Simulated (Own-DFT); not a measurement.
# How strain changes the stress of wurtzite AlN, 72 atoms (Al36N36)

These are calculations, not measurements. The program, named Own-DFT, is a retired in-house plane-wave density functional code that no person has reviewed. Each row is one single-point run on a periodic cell that was not relaxed, without spin or spin-orbit coupling.

Settings of every run: PBE; PseudoDojo norm-conserving scalar-relativistic files; cutoff 42 hartree; 3 x 3 x 2 k mesh centred on Gamma; Fermi-Dirac smearing of 0.1 eV.

Known limits: forces on such cells moved up to 12 meV/angstrom on a denser k mesh; stress not checked against mesh or cutoff.

Unstrained cell vectors in Å: (9.336, 0.000, 0.000); (-4.668, 8.085, 0.000); (0.000, 0.000, 9.964). The unstrained cell has measured lattice constants (interpolated for alloys), not those of this functional. That, the random moves and any unrelaxed bonds set the pressure at no strain. Each run strains this cell uniformly, with the atoms carried along. Every atom was also moved at random, by a Gaussian of width 0.05 Å on each axis. Strain is the symmetric tensor, in per cent. Stress is positive in tension, and the pressure is minus a third of its trace.

```
run,e_xx (%),e_yy (%),e_zz (%),e_yz (%),e_xz (%),e_xy (%),s_xx (GPa),s_yy (GPa),s_zz (GPa),s_yz (GPa),s_xz (GPa),s_xy (GPa),P (GPa),E (meV/atom)
1,-0.73,0.05,1.91,-0.76,-1.16,1.40,-7.69,-5.76,3.25,-1.99,-2.25,5.32,3.40,0.0
2,-1.01,1.72,-0.38,-1.23,-0.75,-0.07,-7.61,-1.43,-4.75,-2.64,-1.83,-1.61,4.60,3.2
3,0.85,1.10,-0.08,1.49,1.42,-1.91,-1.76,-1.75,-4.53,4.50,3.98,-8.74,2.68,28.5
4,-0.58,0.76,-0.79,1.06,-0.58,-2.00,-10.93,-3.71,-6.83,3.31,-1.40,-6.52,7.16,24.3
5,0.67,-0.38,1.24,-2.00,-1.86,-0.89,-1.17,-6.54,-1.19,-5.56,-4.40,-3.61,2.97,12.8
6,-1.29,-1.83,0.81,1.59,-0.02,-1.28,-15.36,-17.08,-3.54,3.52,0.29,-5.23,11.99,54.7
7,1.67,-1.83,1.55,-0.63,-0.17,-0.49,3.19,-15.21,2.08,-1.30,-0.36,0.50,3.31,7.5
8,-0.87,-1.15,-0.58,1.11,-0.92,-0.23,-11.40,-13.55,-9.16,3.48,-2.13,-0.78,11.37,14.9
9,-1.45,-0.76,0.93,0.89,1.37,0.52,-12.27,-9.75,-4.39,1.00,4.52,2.53,8.80,22.2
10,-0.92,-1.51,1.26,-0.56,-0.75,-1.25,-11.29,-13.41,-0.97,-1.15,-1.36,-5.54,8.56,21.4
11,0.65,-0.94,-1.23,-1.22,-1.79,1.52,-4.39,-7.76,-14.65,-2.66,-4.58,6.89,8.93,12.0
12,0.53,1.20,-1.93,0.10,0.40,1.45,-2.85,-1.58,-13.50,1.10,1.12,6.77,5.98,11.7
13,1.51,-0.47,-1.59,-0.62,1.76,0.80,-1.41,-7.72,-12.18,-2.53,5.30,3.64,7.10,24.6
14,1.25,-0.90,-0.59,1.73,-1.92,1.30,-2.89,-9.01,-7.10,3.68,-4.61,3.42,6.33,28.1
15,0.29,-0.62,0.02,0.24,1.02,1.96,-5.44,-6.97,-6.90,0.86,1.91,7.73,6.44,15.7
16,0.05,0.24,-0.22,-1.29,-0.74,0.32,-7.39,-5.06,-2.74,-3.13,-1.28,1.77,5.06,2.2
17,1.14,0.55,-1.37,0.41,-0.93,-1.65,-2.41,-3.72,-9.50,0.30,-2.48,-7.46,5.21,22.5
18,-1.78,-0.63,1.15,-1.89,0.81,-0.28,?,?,?,?,?,?,?,?
```

E is the free energy for each atom above the lowest run shown.

## Worked fit

Each stress component was fitted by least squares to a constant and the strains of the runs shown, as fractions, with shears doubled. Shear strains stay in the fit of a normal stress only where such slopes are resolved. The slopes, in GPa:

```
stress,at no strain,per e_xx,per e_yy,per e_zz,scatter
s_xx,-6.2,495 ± 35,122 ± 35,121 ± 35,1.34
s_yy,-6.5,79 ± 37,427 ± 37,4 ± 37,1.42
s_zz,-5.1,53 ± 43,126 ± 44,472 ± 43,1.66
```

Each shear stress against twice its own strain: yz 125 ± 10, xz 132 ± 5, xy 195 ± 12 GPa. These are stiffnesses along x, y and z of the frame in which the cell vectors are given, which need not be the crystal's axes. The atoms are held to the strained lattice; where symmetry lets them move under strain, relaxing them would lower some slopes. The table should be nearly symmetric about its diagonal, and what it lacks of that shows the noise. A ninth of its sum, 211 ± 9 GPa, estimates the bulk modulus near the mean pressure of these runs, 6.5 GPa, so it lies above the value at zero pressure.

## Withheld run

Question: what normal stresses and pressure should run 18 give?

The fit gives s_xx = -14.3, s_yy = -10.6, s_zz = -1.4 and P = 8.8 GPa. The calculation gave -16.01, -9.39, -1.60 and P = 9.00 GPa.
